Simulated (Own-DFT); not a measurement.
Simulation results for Al$_{3}$GaN$_{4}$ (wurtzite random alloy, strained, atoms displaced)

Computed with Own-DFT development build. A calculation, not a measurement: plane-wave PBE density functional theory by an unreviewed code, no spin, of a simulated periodic cell, stress positive in tension, free energy of the whole cell less one offset for each atom, forces on such cells passed a denser k mesh, this cell's mesh not checked; offsets are fitted by least squares, one for each functional and potential file, so energies compare only between cells with the same atoms and settings and are not formation energies; the far tail of each file's local potential was reset to the Coulomb form; each entry is a single point on an unrelaxed cell, so the pressure reflects the starting lattice, mostly measured values, from which strain is counted, and rises with the displacements; printed positions are rounded, which can move forces by about a meV/angstrom; the program is a retired in-house code; no spin-orbit coupling.

Al$_{3}$GaN$_{4}$ (wurtzite random alloy, strained, atoms displaced)

```cif
# cell vector a (Å): 9.3233 0.0000 0.0000
# cell vector b (Å): -4.6616 8.0742 0.0000
# cell vector c (Å): 0.0000 0.0000 10.0655
data_Al3GaN4
_symmetry_space_group_name_H-M 'P 1'
_symmetry_Int_Tables_number 1
_cell_length_a 9.3233
_cell_length_b 9.3233
_cell_length_c 10.0655
_cell_angle_alpha 90.000
_cell_angle_beta 90.000
_cell_angle_gamma 120.000
_cell_volume 757.71
loop_
_atom_site_label
_atom_site_type_symbol
_atom_site_fract_x
_atom_site_fract_y
_atom_site_fract_z
_atom_site_occupancy
Al1 Al 0.11496 0.22885 0.99523 1
Ga1 Ga 0.23424 0.12121 0.24869 1
N1 N 0.10693 0.22882 0.18805 1
N2 N 0.21617 0.10599 0.44311 1
Ga2 Ga 0.12100 0.22917 0.50244 1
Al2 Al 0.22464 0.11330 0.74933 1
N3 N 0.10355 0.21854 0.69357 1
N4 N 0.23200 0.12343 0.94320 1
Ga3 Ga 0.10475 0.55530 0.00912 1
Al3 Al 0.21735 0.44224 0.24717 1
N5 N 0.12439 0.55708 0.18606 1
N6 N 0.21974 0.44804 0.44405 1
Ga4 Ga 0.11357 0.55116 0.50402 1
Al4 Al 0.22237 0.44061 0.74841 1
N7 N 0.10496 0.55265 0.68712 1
N8 N 0.21746 0.44172 0.94118 1
Al5 Al 0.11725 0.88016 0.99312 1
Al6 Al 0.22507 0.78398 0.25732 1
N9 N 0.11987 0.88591 0.18799 1
N10 N 0.22160 0.77561 0.44043 1
Al7 Al 0.11540 0.88731 0.49641 1
Ga5 Ga 0.22377 0.78272 0.75868 1
N11 N 0.11622 0.89364 0.69971 1
N12 N 0.22210 0.77680 0.93515 1
Al8 Al 0.44476 0.21461 0.00244 1
Al9 Al 0.54942 0.10723 0.24566 1
N13 N 0.45032 0.22924 0.20048 1
N14 N 0.54859 0.10898 0.44065 1
Al10 Al 0.44101 0.21211 0.50807 1
Al11 Al 0.55349 0.11351 0.75208 1
N15 N 0.44530 0.22743 0.68608 1
N16 N 0.55099 0.10132 0.94465 1
Al12 Al 0.43545 0.55172 0.00510 1
Al13 Al 0.55346 0.44012 0.25060 1
N17 N 0.44999 0.56221 0.19830 1
N18 N 0.56322 0.44767 0.43278 1
Al14 Al 0.44115 0.55231 0.50105 1
Ga6 Ga 0.55272 0.45410 0.73928 1
N19 N 0.45281 0.56981 0.69102 1
N20 N 0.56895 0.44989 0.94667 1
Al15 Al 0.45064 0.88800 0.98623 1
Al16 Al 0.55719 0.78757 0.23826 1
N21 N 0.44688 0.89469 0.19246 1
N22 N 0.55265 0.78185 0.44037 1
Al17 Al 0.43618 0.87979 0.50047 1
Al18 Al 0.54861 0.77724 0.74858 1
N23 N 0.43962 0.88949 0.68127 1
N24 N 0.54737 0.76479 0.94530 1
Ga7 Ga 0.78366 0.22660 0.99944 1
Al19 Al 0.88721 0.11358 0.25001 1
N25 N 0.78425 0.23441 0.20028 1
N26 N 0.88378 0.09326 0.44747 1
Al20 Al 0.77689 0.22213 0.49296 1
Ga8 Ga 0.90113 0.12168 0.74390 1
N27 N 0.78470 0.22332 0.69429 1
N28 N 0.89526 0.10750 0.94031 1
Al21 Al 0.77483 0.56147 0.99937 1
Al22 Al 0.89332 0.45170 0.25050 1
N29 N 0.78482 0.56603 0.18915 1
N30 N 0.88637 0.43882 0.43680 1
Al23 Al 0.77202 0.54969 0.49396 1
Al24 Al 0.87460 0.43097 0.75275 1
N31 N 0.78123 0.54812 0.69341 1
N32 N 0.89027 0.44250 0.94040 1
Al25 Al 0.78178 0.88861 0.00574 1
Ga9 Ga 0.89113 0.78553 0.24553 1
N33 N 0.78981 0.88860 0.18499 1
N34 N 0.88140 0.77935 0.44287 1
Al26 Al 0.78879 0.89199 0.50389 1
Al27 Al 0.88869 0.77688 0.74689 1
N35 N 0.77793 0.89178 0.69338 1
N36 N 0.89920 0.79016 0.93671 1
```

- functional: PBE
- potential files: PseudoDojo norm-conserving, scalar-relativistic, standard set
- wave cutoff: 42 hartree
- occupations: Fermi-Dirac
- smearing width: 0.1 eV
- k mesh: 4 x 4 x 3 centred on Gamma
- free energy of cell above offsets: -15.532 eV
- pressure: 10.27 GPa
- stress xx: -11.29 GPa
- stress yy: -12.51 GPa
- stress zz: -7.01 GPa
- stress yz: 0.01 GPa
- stress xz: -0.37 GPa
- stress xy: 1.74 GPa

Force:
```csv
element,x (eV/Å),y (eV/Å),z (eV/Å)
Al,0.015,-1.385,1.095
Ga,-2.344,-1.544,0.251
N,0.66,-0.676,-0.093
N,1.728,0.328,0.078
Ga,-1.493,-1.422,-0.264
Al,-0.364,0.125,0.904
N,5.256,2.728,-0.855
N,0.062,-1.454,-0.679
Ga,0.88,0.108,-2.346
Al,1.647,0.706,1.06
N,-2.177,1.108,3.155
N,2.529,-0.654,-1.841
Ga,-2.374,0.836,0.011
Al,-1.087,1.202,0.592
N,0.533,-0.661,2.292
N,0.841,0.781,-1.129
Al,-1.939,2.266,1.227
Al,1.151,-1.049,-1.056
N,-0.394,0.869,-0.756
N,-0.594,0.408,-0.256
Al,-1.483,-0.602,1.174
Ga,0.128,-1.674,-3.103
N,-1.332,0.285,-2.061
N,1.609,0.155,2.726
Al,-0.09,1.984,0.369
Al,1.087,1.401,1.616
N,1.352,-0.615,-2.69
N,0.757,-0.467,-0.179
Al,-0.222,1.12,-2.464
Al,0.909,-0.237,-0.747
N,-0.068,-0.974,1.34
N,-0.245,1.488,-1.376
Al,1.365,-0.829,0.379
Al,0.434,2.669,-0.273
N,-0.6,-1.112,-1.079
N,-2.025,-1.48,1.88
Al,0.845,1.682,-1.406
Ga,2.128,-0.695,2.372
N,-2.311,-1.932,-1.316
N,-3.029,-1.838,-0.696
Al,-0.976,-1.507,2.407
Al,1.21,-0.867,2.24
N,-0.438,-0.552,-1.724
N,1.093,-0.72,-0.435
Al,0.993,1.341,-0.929
Al,1.059,2.165,0.432
N,0.992,0.844,2.122
N,0.68,1.638,-0.965
Ga,0.465,-1.255,0.902
Al,0.617,-0.434,0.7
N,-0.54,-1.774,-0.719
N,-0.875,4.263,-2.074
Al,0.188,-1.376,0.778
Ga,-3.008,-3.394,2.282
N,-2.871,-0.719,-1.563
N,-0.677,0.082,0.505
Al,2.257,1.001,0.394
Al,0.08,0.681,-0.08
N,0.059,-2.149,-0.367
N,-0.397,0.684,-0.091
Al,1.347,1.099,0.898
Al,1.824,2.044,0.166
N,-0.967,1.442,-1.513
N,-1.775,1.175,-0.589
Al,0.024,0.106,-2.17
Ga,2.322,-0.86,1.819
N,-4.256,2.236,0.108
N,2.822,-1.127,0.166
Al,-2.788,-2.24,1.054
Al,-0.064,0.182,0.398
N,-0.029,-1.378,-0.239
N,-0.114,-1.578,0.229
```
